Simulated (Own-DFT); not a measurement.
# How strain changes the stress of beta-Si3N4, 42 atoms (N24Si18)

Everything here is calculated. The program is Own-DFT (plane waves, in-house, since retired, never reviewed by a person); positions were held fixed, and spin and spin-orbit coupling were off.

Common settings: PBE; PseudoDojo norm-conserving scalar-relativistic files; cutoff 42 hartree; 3 x 3 x 3 k mesh centred on Gamma; Fermi-Dirac smearing of 0.1 eV.

Keep in mind: forces on such cells passed a denser k mesh, each cell not checked; stress not checked against mesh or cutoff.

Unstrained cell vectors in Å: (7.606, 0.000, 0.000); (-3.803, 6.587, 0.000); (0.000, 0.000, 8.727). The unstrained cell has measured lattice constants (interpolated for alloys), not those of this functional. That, the random moves and any unrelaxed bonds set the pressure at no strain. A uniform strain is put on this cell, atoms riding along. Each atom got a random Gaussian move of width 0.05 Å along each axis. Strain is the symmetric tensor, in per cent. Stress is positive in tension, and the pressure is minus a third of its trace.

```
run,e_xx (%),e_yy (%),e_zz (%),e_yz (%),e_xz (%),e_xy (%),s_xx (GPa),s_yy (GPa),s_zz (GPa),s_yz (GPa),s_xz (GPa),s_xy (GPa),P (GPa),E (meV/atom)
1,-1.07,1.60,-0.02,0.67,-1.31,-1.15,-8.49,-4.15,-11.03,1.81,-4.59,-4.37,7.89,45.7
2,0.70,1.39,1.66,-0.90,0.16,1.48,-2.41,2.12,2.52,-1.06,1.57,6.78,-0.74,23.0
3,-1.33,-0.79,0.43,-1.61,1.75,0.29,-12.70,-18.31,-7.80,-5.94,7.49,3.25,12.94,47.2
4,1.88,-0.56,0.97,0.45,-1.09,-1.99,-0.46,-4.76,-2.61,2.36,-6.41,-6.82,2.61,24.3
5,0.23,-0.70,-0.26,0.91,-0.53,0.91,-5.70,-11.92,-14.10,5.01,-0.45,3.59,10.57,19.8
6,1.51,1.90,0.11,1.87,-0.09,0.60,4.30,2.82,-5.48,5.22,-0.54,1.08,-0.55,0.0
7,1.35,1.31,1.95,-1.64,-1.81,-1.03,2.10,2.44,2.16,-6.47,-8.11,-5.87,-2.24,14.4
8,1.54,0.43,1.69,0.24,-1.21,-1.19,0.66,-0.13,2.12,0.92,-4.80,-3.95,-0.88,10.0
9,0.87,1.50,-1.35,-0.93,-1.51,1.40,-2.14,-1.16,-16.33,-4.28,-7.11,5.55,6.55,27.4
10,-0.64,0.04,-0.35,1.99,-0.16,-0.36,-10.96,-10.71,-12.61,7.56,-0.66,-1.48,11.42,47.1
11,-0.24,1.86,-0.24,0.91,-0.10,0.46,-8.98,3.01,-14.01,4.53,1.96,-1.86,6.66,57.1
12,-1.75,0.74,0.32,-0.43,-1.56,-1.08,-13.00,-7.20,-9.20,-3.16,-5.13,-3.48,9.80,15.4
13,0.35,0.75,-1.41,0.67,0.94,-1.99,-4.35,-3.38,-19.69,0.74,3.24,-7.76,9.14,22.8
14,1.24,0.92,-0.57,-1.40,-1.50,-0.44,1.00,-4.67,-9.64,-2.84,-4.09,2.54,4.44,27.3
15,-0.69,-1.04,1.04,1.06,1.02,1.65,-9.57,-15.34,-5.01,3.43,4.12,8.66,9.97,38.3
16,0.98,0.95,-0.47,0.91,1.66,0.27,?,?,?,?,?,?,?,?
```

E is the free energy per atom, counted from the lowest run shown.

## Worked fit

Regress every stress component on the fractional strains (shears doubled) of the visible runs, with a constant. Shear strains stay in the fit of a normal stress only where such slopes are resolved. The slopes, in GPa:

| stress | at no strain | per e_xx | per e_yy | per e_zz | scatter |
|---|---|---|---|---|---|
| s_xx | -6.6 | 439 ± 38 | 106 ± 44 | 27 ± 42 | 1.58 |
| s_yy | -9.0 | 230 ± 48 | 531 ± 54 | 108 ± 53 | 1.96 |
| s_zz | -10.2 | 112 ± 41 | 42 ± 46 | 621 ± 45 | 1.68 |

The slope of each shear stress on twice its own strain, from a fit on all six strains: yz 174 ± 18, xz 195 ± 20, xy 198 ± 21 GPa. These are stiffnesses along x, y and z of the frame in which the cell vectors are given, with the crystal's c axis along z: C11, C12, C13 and C33. Hexagonal symmetry asks that xx and yy behave alike, which is a second check on the noise. No internal relaxation is included, and where it is allowed it would reduce some of the slopes. Symmetry asks for nearly equal slopes across the diagonal; the mismatch is a measure of noise. A ninth of the table's sum, 246 ± 7 GPa, estimates the bulk modulus near the mean pressure of these runs, 5.8 GPa, so it lies above the value at zero pressure.

## Withheld run

Asked: what normal stresses and pressure should run 16 give?

From the fit: s_xx = -1.4, s_yy = -2.1, s_zz = -11.6 and P = 5.1 GPa. DFT gave -2.09, -4.98, -8.01 and P = 5.03 GPa.
